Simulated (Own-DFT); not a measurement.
Si4SnGe11 (diamond-structure random alloy, atoms displaced) (calculated)

All values are calculated (Own-DFT development build). A calculation, not a measurement: plane-wave density functional theory by an unreviewed code, no spin, of a simulated periodic cell, stress positive in tension, run twice, with PBE and with PBEsol, both on files made for PBE, so the change isn't that of files made for PBEsol, forces on such cells moved up to 12 meV/angstrom on a denser k mesh; the far tail of each file's local potential was reset to the Coulomb form; each entry is a single point on an unrelaxed cell, so the pressure reflects the starting lattice, mostly measured values (interpolated for alloys), from which strain is counted, and rises with the displacements; printed positions are rounded, which can move forces by about a meV/angstrom; the program, named Own-DFT, is a retired in-house code; no spin-orbit coupling; stress was not checked against mesh or cutoff.

Settings shared by all entries: functional PBE, then PBEsol; potential files PseudoDojo norm-conserving, scalar-relativistic, standard set; wave cutoff 49 hartree; occupations Fermi-Dirac; smearing width 0.1 eV; k mesh 3 x 3 x 3 centred on Gamma.

```json
{"entry": 1, "formula": "Si4SnGe11", "kind": "diamond-structure random alloy, atoms displaced", "structure": {"cell_angstrom": [[11.3064, 0.0, 0.0], [0.0, 11.3064, 0.0], [0.0, 0.0, 11.3064]], "atoms_fractional": [["Ge", 0.99474, 0.99984, 0.99019], ["Ge", 0.00138, 0.25279, 0.24955], ["Ge", 0.25215, 0.99822, 0.25135], ["Ge", 0.25047, 0.2377, 0.00325], ["Si", 0.12018, 0.12554, 0.11924], ["Si", 0.12136, 0.375, 0.37873], ["Ge", 0.37825, 0.12516, 0.37152], ["Ge", 0.385, 0.37592, 0.12258], ["Si", 0.00019, 0.01489, 0.50122], ["Ge", 0.00896, 0.2456, 0.74155], ["Ge", 0.24981, 0.99982, 0.75538], ["Si", 0.24567, 0.23961, 0.50344], ["Ge", 0.11425, 0.1325, 0.62903], ["Ge", 0.1187, 0.36604, 0.86556], ["Ge", 0.36639, 0.12096, 0.87117], ["Ge", 0.37589, 0.38485, 0.63816], ["Ge", 0.99603, 0.48886, 0.01636], ["Sn", 0.99128, 0.75535, 0.2531], ["Ge", 0.26056, 0.50263, 0.27032], ["Ge", 0.25635, 0.75027, 0.00457], ["Ge", 0.12145, 0.62849, 0.12349], ["Ge", 0.1349, 0.8781, 0.37646], ["Ge", 0.37073, 0.62307, 0.36669], ["Ge", 0.38024, 0.88064, 0.12327], ["Si", 0.00558, 0.506, 0.51056], ["Ge", 0.00602, 0.73801, 0.73702], ["Ge", 0.24047, 0.49253, 0.74646], ["Ge", 0.25134, 0.74687, 0.49546], ["Ge", 0.12351, 0.62895, 0.61853], ["Ge", 0.13856, 0.86912, 0.87902], ["Ge", 0.37827, 0.62144, 0.88162], ["Sn", 0.37614, 0.87012, 0.60912], ["Si", 0.51404, 0.99548, 0.00277], ["Ge", 0.50003, 0.25105, 0.23453], ["Si", 0.74361, 0.99968, 0.24567], ["Si", 0.75143, 0.25449, 0.00691], ["Ge", 0.63156, 0.11189, 0.1309], ["Ge", 0.63191, 0.35935, 0.37824], ["Ge", 0.88256, 0.12381, 0.3699], ["Si", 0.88223, 0.38634, 0.12451], ["Ge", 0.50528, 0.99635, 0.51219], ["Si", 0.49671, 0.26378, 0.75466], ["Si", 0.74977, 0.00325, 0.75367], ["Si", 0.743, 0.23892, 0.50521], ["Ge", 0.63767, 0.12294, 0.63847], ["Si", 0.62447, 0.36863, 0.88517], ["Ge", 0.87444, 0.13054, 0.87676], ["Ge", 0.88215, 0.37558, 0.62129], ["Si", 0.50398, 0.5166, 0.99907], ["Ge", 0.50493, 0.75333, 0.25551], ["Si", 0.74916, 0.50119, 0.26132], ["Ge", 0.74938, 0.75802, 0.99384], ["Sn", 0.62834, 0.61928, 0.12494], ["Ge", 0.61681, 0.87487, 0.37732], ["Ge", 0.87861, 0.62942, 0.39351], ["Sn", 0.86279, 0.85794, 0.12332], ["Ge", 0.49934, 0.49239, 0.49558], ["Ge", 0.50356, 0.75639, 0.74113], ["Ge", 0.75065, 0.49285, 0.74757], ["Si", 0.74259, 0.75492, 0.50659], ["Ge", 0.62942, 0.62779, 0.63682], ["Ge", 0.61869, 0.86171, 0.8751], ["Ge", 0.86267, 0.62136, 0.87416], ["Ge", 0.87892, 0.87802, 0.62332]]}, "results": {"PBE_pressure [GPa]": 5.25, "PBE_stress_xx [GPa]": -5.38, "PBE_stress_yy [GPa]": -4.99, "PBE_stress_zz [GPa]": -5.38, "PBE_stress_yz [GPa]": -0.11, "PBE_stress_xz [GPa]": -1.37, "PBE_stress_xy [GPa]": -0.39, "PBEsol_pressure [GPa]": 2.56, "PBEsol_stress_xx [GPa]": -2.69, "PBEsol_stress_yy [GPa]": -2.31, "PBEsol_stress_zz [GPa]": -2.69, "PBEsol_stress_yz [GPa]": -0.09, "PBEsol_stress_xz [GPa]": -1.35, "PBEsol_stress_xy [GPa]": -0.38, "force_element": ["Ge", "Ge", "Ge", "Ge", "Si", "Si", "Ge", "Ge", "Si", "Ge", "Ge", "Si", "Ge", "Ge", "Ge", "Ge", "Ge", "Sn", "Ge", "Ge", "Ge", "Ge", "Ge", "Ge", "Si", "Ge", "Ge", "Ge", "Ge", "Ge", "Ge", "Sn", "Si", "Ge", "Si", "Si", "Ge", "Ge", "Ge", "Si", "Ge", "Si", "Si", "Si", "Ge", "Si", "Ge", "Ge", "Si", "Ge", "Si", "Ge", "Sn", "Ge", "Ge", "Sn", "Ge", "Ge", "Ge", "Si", "Ge", "Ge", "Ge", "Ge"], "PBE_force_x [eV/angstrom]": [1.032, 0.277, -0.172, -0.179, -0.122, 0.589, 0.116, -1.369, 0.344, -3.199, -0.954, 0.487, 2.691, 0.569, 2.559, -0.023, 1.97, 3.285, -2.992, 0.221, 1.334, -0.995, 2.767, 0.388, -0.4, -1.351, 0.037, -1.333, 1.673, -1.642, -0.766, -1.537, -1.27, 0.973, 0.968, 0.345, -0.667, -0.588, -1.639, -3.195, 1.86, 0.582, 0.902, 1.959, -2.013, -0.303, -0.547, -0.663, -1.047, -1.544, 1.808, -1.852, 1.113, 1.584, -1.535, -0.149, 0.401, -0.512, -0.406, 0.572, -0.145, 0.452, 1.633, -0.385], "PBE_force_y [eV/angstrom]": [-0.263, 0.523, 0.912, 1.386, -0.789, 0.038, 0.208, 1.367, -1.726, 1.474, -0.243, 1.444, -2.495, 0.47, 0.599, -1.478, 2.308, -2.058, -2.799, -0.458, -1.233, 0.964, 2.044, -0.141, -1.27, 1.682, 1.669, -1.618, -1.051, 0.04, 0.632, 0.538, 0.261, -1.001, -0.752, -0.081, 1.946, 0.645, -0.008, -2.496, 3.126, -1.507, -1.438, 0.41, 0.871, 0.964, 0.376, -0.57, -3.724, -0.027, -1.134, -2.965, 1.254, 0.702, -1.08, 5.527, 0.87, -1.89, -0.762, -0.053, -0.738, 2.34, -0.223, 0.479], "PBE_force_z [eV/angstrom]": [0.713, -0.76, -0.975, -0.142, 0.839, 0.925, 0.664, -0.891, -0.172, 1.775, -1.301, -0.231, -1.738, 2.104, 0.725, -1.999, -3.522, 2.839, -3.406, 0.297, 0.385, 0.934, 2.36, 0.343, -1.565, 2.429, 1.05, -1.435, -0.177, -0.744, -1.709, 2.528, -0.937, 1.589, 2.312, 0.318, -1.489, -0.65, 0.238, 2.745, -2.231, 0.667, 1.113, -0.453, -0.208, -0.286, -0.633, -0.284, -1.347, -0.544, 0.743, -2.904, 1.192, 0.493, 0.38, -0.67, 0.391, 1.654, 0.747, -0.055, -1.656, -0.383, 0.147, -0.139], "PBEsol_force_x [eV/angstrom]": [0.983, 0.235, -0.128, -0.134, -0.121, 0.573, 0.127, -1.326, 0.337, -3.081, -0.927, 0.498, 2.591, 0.552, 2.403, -0.047, 1.976, 3.203, -2.849, 0.21, 1.285, -0.923, 2.669, 0.335, -0.42, -1.3, 0.048, -1.296, 1.648, -1.574, -0.789, -1.472, -1.243, 0.937, 0.939, 0.356, -0.693, -0.642, -1.559, -3.069, 1.807, 0.516, 0.888, 1.915, -1.996, -0.269, -0.461, -0.646, -1.063, -1.504, 1.744, -1.81, 1.091, 1.466, -1.467, -0.132, 0.372, -0.464, -0.361, 0.561, -0.162, 0.454, 1.561, -0.349], "PBEsol_force_y [eV/angstrom]": [-0.264, 0.47, 0.842, 1.358, -0.774, 0.032, 0.16, 1.277, -1.683, 1.435, -0.23, 1.38, -2.394, 0.443, 0.576, -1.367, 2.307, -2.023, -2.663, -0.431, -1.187, 0.91, 1.97, -0.174, -1.2, 1.627, 1.598, -1.565, -0.973, 0.052, 0.667, 0.52, 0.243, -0.97, -0.739, -0.153, 1.94, 0.642, 0.034, -2.444, 3.001, -1.5, -1.41, 0.398, 0.816, 0.986, 0.344, -0.556, -3.613, -0.011, -1.082, -2.894, 1.322, 0.673, -1.011, 5.342, 0.84, -1.842, -0.685, -0.051, -0.73, 2.202, -0.216, 0.431], "PBEsol_force_z [eV/angstrom]": [0.656, -0.707, -0.909, -0.192, 0.819, 0.843, 0.605, -0.819, -0.164, 1.721, -1.222, -0.196, -1.608, 2.009, 0.702, -1.946, -3.468, 2.761, -3.31, 0.276, 0.368, 0.877, 2.285, 0.373, -1.493, 2.331, 1.004, -1.404, -0.126, -0.72, -1.679, 2.458, -0.906, 1.545, 2.266, 0.326, -1.431, -0.643, 0.195, 2.693, -2.191, 0.605, 1.086, -0.44, -0.24, -0.304, -0.615, -0.207, -1.3, -0.519, 0.76, -2.827, 1.176, 0.477, 0.333, -0.7, 0.387, 1.614, 0.704, -0.049, -1.565, -0.375, 0.132, -0.113], "rms_change_of_force_components_from_PBE_to_PBEsol [eV/angstrom]": 0.057}}
{"entry": 2, "formula": "Si4SnGe11", "kind": "diamond-structure random alloy, atoms displaced", "structure": {"cell_angstrom": [[11.3064, 0.0, 0.0], [0.0, 11.3064, 0.0], [0.0, 0.0, 11.3064]], "atoms_fractional": [["Ge", 0.00268, 0.0009, 0.99523], ["Si", 0.00581, 0.25276, 0.24234], ["Si", 0.25263, 0.99346, 0.24994], ["Si", 0.24126, 0.24379, 0.99272], ["Ge", 0.12253, 0.12655, 0.13201], ["Ge", 0.12208, 0.3755, 0.37542], ["Si", 0.37776, 0.13143, 0.37747], ["Ge", 0.38207, 0.37088, 0.1219], ["Sn", 0.0036, 0.00402, 0.49931], ["Ge", 0.01284, 0.24781, 0.72487], ["Ge", 0.25157, 0.01016, 0.7459], ["Ge", 0.24672, 0.23787, 0.49954], ["Si", 0.12059, 0.13607, 0.61803], ["Si", 0.14218, 0.38582, 0.85191], ["Ge", 0.37219, 0.12854, 0.87248], ["Ge", 0.37336, 0.37956, 0.62326], ["Ge", 0.01244, 0.50799, 0.0016], ["Si", 0.98671, 0.74425, 0.25239], ["Ge", 0.24475, 0.50204, 0.23833], ["Ge", 0.24879, 0.74446, 0.00279], ["Ge", 0.1151, 0.6161, 0.12558], ["Ge", 0.11453, 0.87597, 0.38457], ["Si", 0.36803, 0.62602, 0.37593], ["Ge", 0.36586, 0.88018, 0.11902], ["Ge", 0.98704, 0.50263, 0.49927], ["Ge", 0.00394, 0.75736, 0.74945], ["Ge", 0.25667, 0.5076, 0.74279], ["Ge", 0.26071, 0.7709, 0.50645], ["Ge", 0.11591, 0.6279, 0.61339], ["Sn", 0.12718, 0.86789, 0.87547], ["Sn", 0.36771, 0.63293, 0.89816], ["Ge", 0.37152, 0.87636, 0.63329], ["Ge", 0.49895, 9e-05, 0.00173], ["Ge", 0.50553, 0.24979, 0.25135], ["Ge", 0.75109, 0.00735, 0.25908], ["Si", 0.76367, 0.25468, 0.98921], ["Ge", 0.6181, 0.13235, 0.12668], ["Ge", 0.62075, 0.36962, 0.38524], ["Si", 0.87937, 0.14407, 0.38048], ["Ge", 0.86576, 0.38058, 0.13034], ["Ge", 0.48682, 0.99613, 0.49546], ["Sn", 0.48275, 0.24212, 0.75959], ["Ge", 0.73312, 0.00326, 0.75432], ["Si", 0.75266, 0.27265, 0.4956], ["Ge", 0.61767, 0.11792, 0.61945], ["Ge", 0.63131, 0.36324, 0.87503], ["Si", 0.87729, 0.11543, 0.86755], ["Si", 0.87049, 0.37406, 0.6189], ["Si", 0.502, 0.49138, 0.00333], ["Ge", 0.5178, 0.74618, 0.25632], ["Si", 0.7516, 0.49506, 0.2436], ["Ge", 0.73901, 0.74441, 0.00375], ["Ge", 0.62521, 0.62682, 0.11023], ["Ge", 0.61986, 0.88867, 0.36383], ["Si", 0.87352, 0.62502, 0.37154], ["Ge", 0.87499, 0.88491, 0.128], ["Ge", 0.50061, 0.5003, 0.48917], ["Ge", 0.5045, 0.74535, 0.76449], ["Ge", 0.74017, 0.49095, 0.74306], ["Ge", 0.73572, 0.75869, 0.51099], ["Ge", 0.61732, 0.6296, 0.62377], ["Ge", 0.63052, 0.87159, 0.88468], ["Ge", 0.87373, 0.62496, 0.8641], ["Ge", 0.87791, 0.87158, 0.62102]]}, "results": {"PBE_pressure [GPa]": 5.3, "PBE_stress_xx [GPa]": -5.26, "PBE_stress_yy [GPa]": -5.43, "PBE_stress_zz [GPa]": -5.21, "PBE_stress_yz [GPa]": -0.79, "PBE_stress_xz [GPa]": 1.01, "PBE_stress_xy [GPa]": 0.07, "PBEsol_pressure [GPa]": 2.62, "PBEsol_stress_xx [GPa]": -2.58, "PBEsol_stress_yy [GPa]": -2.75, "PBEsol_stress_zz [GPa]": -2.53, "PBEsol_stress_yz [GPa]": -0.76, "PBEsol_stress_xz [GPa]": 0.98, "PBEsol_stress_xy [GPa]": 0.08, "force_element": ["Ge", "Si", "Si", "Si", "Ge", "Ge", "Si", "Ge", "Sn", "Ge", "Ge", "Ge", "Si", "Si", "Ge", "Ge", "Ge", "Si", "Ge", "Ge", "Ge", "Ge", "Si", "Ge", "Ge", "Ge", "Ge", "Ge", "Ge", "Sn", "Sn", "Ge", "Ge", "Ge", "Ge", "Si", "Ge", "Ge", "Si", "Ge", "Ge", "Sn", "Ge", "Si", "Ge", "Ge", "Si", "Si", "Si", "Ge", "Si", "Ge", "Ge", "Ge", "Si", "Ge", "Ge", "Ge", "Ge", "Ge", "Ge", "Ge", "Ge", "Ge"], "PBE_force_x [eV/angstrom]": [-0.937, -1.418, -0.621, 0.265, 0.796, 0.095, -0.635, -1.178, -2.093, -2.545, -0.762, 0.654, 2.745, -1.685, -3.203, -0.255, -2.31, 1.001, 1.119, -3.339, 0.89, 2.51, 0.427, 1.144, 0.315, -1.955, -0.445, -1.714, 1.14, 1.189, 3.462, 1.783, -0.274, -1.158, 0.825, -0.035, 1.953, 0.502, -0.849, 2.107, 0.461, 3.684, 1.808, 0.358, 0.521, -0.418, 0.034, 0.469, 1.09, -2.279, -1.355, 3.368, -1.092, 0.253, -1.692, -0.392, -1.205, -0.071, 0.781, 0.969, -0.223, -0.946, -0.135, -1.498], "PBE_force_y [eV/angstrom]": [1.03, 0.625, 1.067, 1.085, -0.607, -0.076, -1.036, -0.348, 1.755, 2.293, 0.433, 1.837, -2.179, -1.675, -3.646, 0.01, -2.495, 0.663, -0.608, 2.576, 3.013, -2.322, 0.55, -0.841, -0.344, -2.208, 0.993, -2.64, 0.51, 1.707, -4.057, 0.58, 0.251, 0.323, 1.49, -1.116, -0.644, 1.115, 0.471, -1.259, 0.237, 2.956, -0.564, -2.91, 1.015, 1.159, 1.277, 0.439, -0.409, -0.568, 1.635, 1.201, -2.352, -0.599, -0.08, -1.001, 0.864, 1.108, 0.582, -0.084, -1.027, 0.742, -0.144, 0.247], "PBE_force_z [eV/angstrom]": [1.101, 1.034, 1.0, 0.094, -0.752, -0.224, -1.077, -0.118, 0.764, 3.263, -0.441, -0.551, 0.087, 1.956, 4.242, -1.277, -2.827, -0.177, 1.492, 4.771, 1.515, -3.463, -0.526, 1.016, -0.587, -1.87, -1.013, -1.619, 0.624, 0.027, -3.395, 1.307, -0.297, 0.861, -0.654, 0.935, -1.138, -2.227, -1.239, -1.517, -0.026, -3.562, -0.452, 0.752, -0.878, 0.66, -0.252, 0.814, -0.243, -0.985, 1.579, -0.989, 2.445, 1.775, 0.225, -0.011, 0.93, -1.02, -0.015, -1.982, 0.277, -0.459, 0.712, 1.609], "PBEsol_force_x [eV/angstrom]": [-0.883, -1.349, -0.633, 0.288, 0.752, 0.109, -0.59, -1.141, -2.028, -2.49, -0.685, 0.637, 2.697, -1.656, -3.087, -0.255, -2.244, 1.03, 1.044, -3.241, 0.897, 2.447, 0.421, 1.136, 0.379, -1.906, -0.401, -1.69, 1.1, 1.147, 3.335, 1.703, -0.271, -1.087, 0.754, -0.068, 1.849, 0.399, -0.828, 2.081, 0.489, 3.585, 1.712, 0.251, 0.47, -0.425, 0.058, 0.527, 1.069, -2.164, -1.35, 3.229, -1.038, 0.238, -1.67, -0.407, -1.13, -0.063, 0.729, 0.929, -0.207, -0.924, -0.129, -1.451], "PBEsol_force_y [eV/angstrom]": [0.957, 0.643, 1.013, 1.019, -0.626, -0.052, -0.98, -0.345, 1.603, 2.25, 0.389, 1.85, -2.128, -1.604, -3.579, 0.013, -2.362, 0.704, -0.607, 2.513, 2.866, -2.239, 0.541, -0.839, -0.328, -2.152, 0.982, -2.518, 0.503, 1.654, -3.902, 0.574, 0.237, 0.338, 1.397, -1.047, -0.645, 1.104, 0.398, -1.213, 0.199, 2.871, -0.577, -2.853, 0.939, 1.145, 1.197, 0.485, -0.4, -0.515, 1.569, 1.164, -2.193, -0.589, -0.107, -0.938, 0.79, 1.082, 0.594, -0.067, -0.987, 0.712, -0.124, 0.222], "PBEsol_force_z [eV/angstrom]": [1.105, 0.976, 0.955, 0.12, -0.774, -0.198, -1.024, -0.054, 0.736, 3.178, -0.401, -0.535, 0.085, 1.873, 4.076, -1.22, -2.697, -0.228, 1.415, 4.624, 1.419, -3.293, -0.512, 0.921, -0.563, -1.827, -1.019, -1.53, 0.624, 0.03, -3.348, 1.236, -0.286, 0.801, -0.661, 0.948, -1.065, -2.181, -1.214, -1.5, 0.015, -3.465, -0.455, 0.699, -0.807, 0.575, -0.279, 0.86, -0.233, -0.973, 1.513, -0.97, 2.367, 1.715, 0.308, -0.033, 0.937, -0.987, 0.019, -1.883, 0.273, -0.449, 0.698, 1.562], "rms_change_of_force_components_from_PBE_to_PBEsol [eV/angstrom]": 0.062}}
{"entry": 3, "formula": "Si4SnGe11", "kind": "diamond-structure random alloy, atoms displaced", "structure": {"cell_angstrom": [[11.3064, 0.0, 0.0], [0.0, 11.3064, 0.0], [0.0, 0.0, 11.3064]], "atoms_fractional": [["Si", 0.99236, 0.99983, 0.98756], ["Si", 0.01137, 0.23568, 0.25271], ["Ge", 0.25148, 0.00239, 0.25165], ["Ge", 0.24323, 0.25406, 0.00612], ["Ge", 0.12339, 0.12239, 0.1175], ["Ge", 0.12897, 0.38383, 0.37226], ["Ge", 0.38106, 0.12302, 0.38271], ["Ge", 0.37807, 0.3803, 0.11913], ["Ge", 0.99631, 0.99787, 0.50365], ["Sn", 0.98639, 0.2556, 0.74906], ["Ge", 0.25353, 0.01658, 0.75307], ["Ge", 0.2434, 0.25739, 0.51154], ["Si", 0.14283, 0.12863, 0.61197], ["Si", 0.12549, 0.37494, 0.87022], ["Sn", 0.37703, 0.12663, 0.87263], ["Ge", 0.38806, 0.37022, 0.62662], ["Ge", 0.98629, 0.49998, 0.99485], ["Ge", 0.99889, 0.72945, 0.26505], ["Ge", 0.25027, 0.49468, 0.25379], ["Ge", 0.25498, 0.75364, 0.00857], ["Ge", 0.12951, 0.62705, 0.12569], ["Si", 0.12744, 0.87378, 0.3752], ["Ge", 0.3804, 0.62877, 0.38745], ["Ge", 0.36699, 0.88047, 0.13268], ["Ge", 0.99818, 0.50723, 0.49774], ["Si", 0.99894, 0.75349, 0.7493], ["Ge", 0.24032, 0.50318, 0.74851], ["Ge", 0.25371, 0.75411, 0.50111], ["Ge", 0.12669, 0.61275, 0.62384], ["Si", 0.11244, 0.87221, 0.86538], ["Si", 0.36333, 0.62333, 0.86966], ["Ge", 0.37997, 0.87491, 0.63332], ["Si", 0.51178, 0.0113, 0.99893], ["Ge", 0.50254, 0.23739, 0.255], ["Si", 0.75295, 0.99969, 0.25319], ["Ge", 0.74798, 0.26044, 0.99329], ["Ge", 0.62622, 0.11079, 0.12439], ["Ge", 0.62616, 0.37277, 0.35484], ["Ge", 0.87305, 0.11904, 0.37682], ["Ge", 0.87348, 0.38192, 0.12537], ["Ge", 0.50154, 0.9907, 0.49618], ["Ge", 0.50009, 0.24079, 0.74999], ["Si", 0.74404, 0.99576, 0.74392], ["Ge", 0.75336, 0.24817, 0.49786], ["Ge", 0.62354, 0.13301, 0.62064], ["Ge", 0.6344, 0.3741, 0.87243], ["Si", 0.87505, 0.12788, 0.86469], ["Si", 0.87659, 0.37617, 0.62342], ["Ge", 0.51365, 0.50709, 0.99823], ["Ge", 0.5063, 0.76041, 0.26803], ["Sn", 0.7493, 0.5048, 0.24627], ["Ge", 0.73568, 0.73378, 0.00264], ["Ge", 0.62164, 0.62726, 0.12864], ["Si", 0.61813, 0.88415, 0.36602], ["Sn", 0.87167, 0.63027, 0.38013], ["Si", 0.86804, 0.88458, 0.11751], ["Si", 0.49292, 0.50065, 0.49444], ["Ge", 0.50475, 0.74418, 0.75389], ["Ge", 0.75089, 0.50501, 0.75316], ["Ge", 0.74563, 0.74478, 0.49905], ["Ge", 0.63129, 0.63594, 0.63805], ["Ge", 0.62884, 0.87361, 0.88838], ["Ge", 0.88147, 0.62058, 0.87336], ["Ge", 0.88191, 0.86931, 0.61933]]}, "results": {"PBE_pressure [GPa]": 5.5, "PBE_stress_xx [GPa]": -5.54, "PBE_stress_yy [GPa]": -5.34, "PBE_stress_zz [GPa]": -5.62, "PBE_stress_yz [GPa]": 1.28, "PBE_stress_xz [GPa]": 0.14, "PBE_stress_xy [GPa]": -1.05, "PBEsol_pressure [GPa]": 2.81, "PBEsol_stress_xx [GPa]": -2.84, "PBEsol_stress_yy [GPa]": -2.67, "PBEsol_stress_zz [GPa]": -2.92, "PBEsol_stress_yz [GPa]": 1.23, "PBEsol_stress_xz [GPa]": 0.12, "PBEsol_stress_xy [GPa]": -1.02, "force_element": ["Si", "Si", "Ge", "Ge", "Ge", "Ge", "Ge", "Ge", "Ge", "Sn", "Ge", "Ge", "Si", "Si", "Sn", "Ge", "Ge", "Ge", "Ge", "Ge", "Ge", "Si", "Ge", "Ge", "Ge", "Si", "Ge", "Ge", "Ge", "Si", "Si", "Ge", "Si", "Ge", "Si", "Ge", "Ge", "Ge", "Ge", "Ge", "Ge", "Ge", "Si", "Ge", "Ge", "Ge", "Si", "Si", "Ge", "Ge", "Sn", "Ge", "Ge", "Si", "Sn", "Si", "Si", "Ge", "Ge", "Ge", "Ge", "Ge", "Ge", "Ge"], "PBE_force_x [eV/angstrom]": [-0.035, -1.068, -0.944, 0.032, -0.493, -1.284, -1.326, 0.538, 1.955, 3.308, -2.757, 1.962, -2.765, -0.093, 0.159, -1.029, 2.923, 3.473, 1.429, -0.774, -0.861, -0.64, -0.779, 2.333, 0.723, 0.17, 1.699, -0.662, -0.732, 1.421, 1.187, -0.31, -1.168, -0.507, -0.121, 1.271, 1.239, -1.449, 0.576, 1.626, 0.017, 2.013, 0.77, -0.139, 0.434, -1.626, -2.437, -1.831, -1.93, -1.794, -0.312, 2.61, -2.034, 2.709, -1.096, 0.314, 2.114, -1.375, 0.722, -1.819, -0.614, -0.433, -1.029, -1.459], "PBE_force_y [eV/angstrom]": [0.031, 1.415, 0.479, 1.084, -0.941, -1.721, 0.37, -0.581, 0.324, -0.739, -3.439, 1.138, -1.711, 0.723, 0.714, 1.115, -0.682, 4.832, 1.548, -0.002, -0.944, -0.132, -0.054, 0.079, -2.475, -1.276, -1.609, 0.192, 2.604, 0.936, 0.305, 0.03, -2.6, 0.434, -0.612, -2.211, 1.948, -1.017, 0.419, -2.708, 0.697, 2.494, 0.26, 1.291, -1.69, 0.592, -2.324, 2.001, -0.493, -1.55, -0.592, 1.729, 1.246, 0.428, -1.25, -1.389, -0.706, 1.107, -0.762, 3.068, -1.808, 0.464, 1.83, 0.091], "PBE_force_z [eV/angstrom]": [0.182, -0.003, 0.741, -0.542, 0.195, 0.771, 0.243, 0.762, -0.616, -0.838, -2.315, -2.108, 1.668, 1.33, 3.323, -0.048, 0.701, -3.938, -0.962, -1.713, -0.014, -0.03, -1.195, -0.62, 1.294, -0.522, 0.803, 0.624, -0.404, 1.085, 0.813, -0.016, 0.43, -1.584, -0.7, 1.313, 0.8, 3.139, -0.429, -0.552, 0.975, -0.981, 0.453, -0.207, -0.167, -0.85, 1.91, -1.917, -1.059, -2.251, -0.739, -0.557, 0.549, 1.452, 1.865, 0.576, 0.968, 1.375, -0.941, 1.1, -1.724, -1.306, -0.588, 0.996], "PBEsol_force_x [eV/angstrom]": [0.007, -1.037, -0.87, 0.059, -0.399, -1.205, -1.26, 0.507, 1.824, 3.239, -2.605, 1.963, -2.697, -0.09, 0.122, -1.036, 2.78, 3.378, 1.365, -0.759, -0.835, -0.626, -0.793, 2.225, 0.747, 0.105, 1.623, -0.593, -0.688, 1.482, 1.166, -0.285, -1.137, -0.477, -0.117, 1.205, 1.198, -1.391, 0.56, 1.544, -0.044, 1.947, 0.72, -0.164, 0.391, -1.549, -2.401, -1.795, -1.84, -1.802, -0.318, 2.481, -1.943, 2.598, -1.046, 0.293, 2.06, -1.292, 0.673, -1.729, -0.567, -0.411, -1.042, -1.416], "PBEsol_force_y [eV/angstrom]": [0.067, 1.382, 0.474, 1.018, -0.899, -1.625, 0.342, -0.568, 0.3, -0.71, -3.337, 1.168, -1.687, 0.714, 0.733, 1.025, -0.637, 4.634, 1.492, -0.002, -0.913, -0.13, 0.011, 0.063, -2.368, -1.312, -1.545, 0.145, 2.481, 0.938, 0.3, 0.028, -2.549, 0.427, -0.517, -2.088, 1.96, -1.019, 0.412, -2.574, 0.723, 2.423, 0.222, 1.205, -1.605, 0.581, -2.202, 1.968, -0.503, -1.566, -0.588, 1.659, 1.2, 0.385, -1.221, -1.423, -0.694, 1.099, -0.704, 2.945, -1.719, 0.371, 1.707, 0.103], "PBEsol_force_z [eV/angstrom]": [0.212, 0.002, 0.68, -0.492, 0.186, 0.772, 0.215, 0.747, -0.599, -0.814, -2.242, -2.086, 1.63, 1.3, 3.163, -0.022, 0.695, -3.819, -0.932, -1.582, 0.008, -0.027, -1.188, -0.568, 1.237, -0.573, 0.707, 0.628, -0.416, 1.079, 0.791, -0.039, 0.425, -1.52, -0.676, 1.273, 0.803, 3.012, -0.337, -0.59, 0.98, -0.976, 0.418, -0.226, -0.183, -0.801, 1.866, -1.883, -0.988, -2.221, -0.732, -0.556, 0.498, 1.461, 1.814, 0.552, 0.943, 1.291, -0.867, 1.11, -1.639, -1.269, -0.529, 0.892], "rms_change_of_force_components_from_PBE_to_PBEsol [eV/angstrom]": 0.061}}
```
